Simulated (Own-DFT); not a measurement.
# Which defects push the lattice out? D0_22 TiAl3

No measurement is shown. These are fixed-geometry runs of a retired plane-wave code named Own-DFT, which no person has reviewed; spin and spin-orbit coupling are neglected.

Settings: PBE; PseudoDojo norm-conserving scalar-relativistic files; cutoff 42 hartree; 4 x 4 x 4 k mesh centred on Gamma; cold (Marzari-Vanderbilt) smearing of 0.2 eV.

Caveats: forces on such cells failed a check on a denser k mesh; stress not checked against mesh or cutoff.

All runs share one cell, with vectors in Å (-2.365, -6.981, 4.326); (-7.667, 3.491, 1.442); (-2.950, -3.488, -7.241) and a volume of 625.4 Å³. u is the rms random offset of the atoms per axis. The defect's site can differ from row to row.

```
cell,formula,u (Å),P (GPa)
no defect,Al30Ti10,0.0198,1.98
no defect,Al30Ti10,0.0206,1.97
no defect,Al30Ti10,0.0509,2.70
two Al vacancies,Al28Ti10,0.0311,1.25
two Al vacancies,Al28Ti10,0.0537,1.79
two Al vacancies,Al28Ti10,0.0592,1.89
two Al on a Ti site each,Al32Ti8,0.0291,2.89
two Al on a Ti site each,Al32Ti8,0.0294,?
two Al on a Ti site each,Al32Ti8,0.0460,3.32
two Al on a Ti site each,Al32Ti8,0.0477,3.35
two Ti on an Al site each,Al28Ti12,0.0294,3.12
two Ti on an Al site each,Al28Ti12,0.0318,3.35
two Ti on an Al site each,Al28Ti12,0.0516,3.89
one Ti vacancy,Al30Ti9,0.0322,1.80
one Ti vacancy,Al30Ti9,0.0483,2.13
one Ti vacancy,Al30Ti9,0.0509,2.30
```

## Fit

P = P0 + c u² + a shift for each defect gives P0 = 1.86 GPa, c = 315 ± 20 GPa/Å² and a scatter of 0.07 GPa. The shifts, and each times the cell's volume:

- two Ti on an Al site each: 1.12 ± 0.06 GPa, 4.4 eV (2.2 eV for each of its 2 sites)
- two Al on a Ti site each: 0.78 ± 0.06 GPa, 3.0 eV (1.5 eV for each of its 2 sites)
- one Ti vacancy: -0.41 ± 0.06 GPa, -1.6 eV
- two Al vacancies: -0.99 ± 0.06 GPa, -3.8 eV (-1.9 eV for each of its 2 sites)

A positive shift means that the defect pushes the cell outwards. Shift times volume (160.2 GPa Å³ is 1 eV) depends little on the cell's size, so, taken for each site, it can be compared between cells at like pressure. The atoms around the defects weren't relaxed, which would change these numbers.

## Prediction

Question: what pressure belongs in the blank (two Al on a Ti site each, u = 0.0294 Å)?

Estimate: 2.91 ± 0.08 GPa. DFT gave 2.91 GPa.
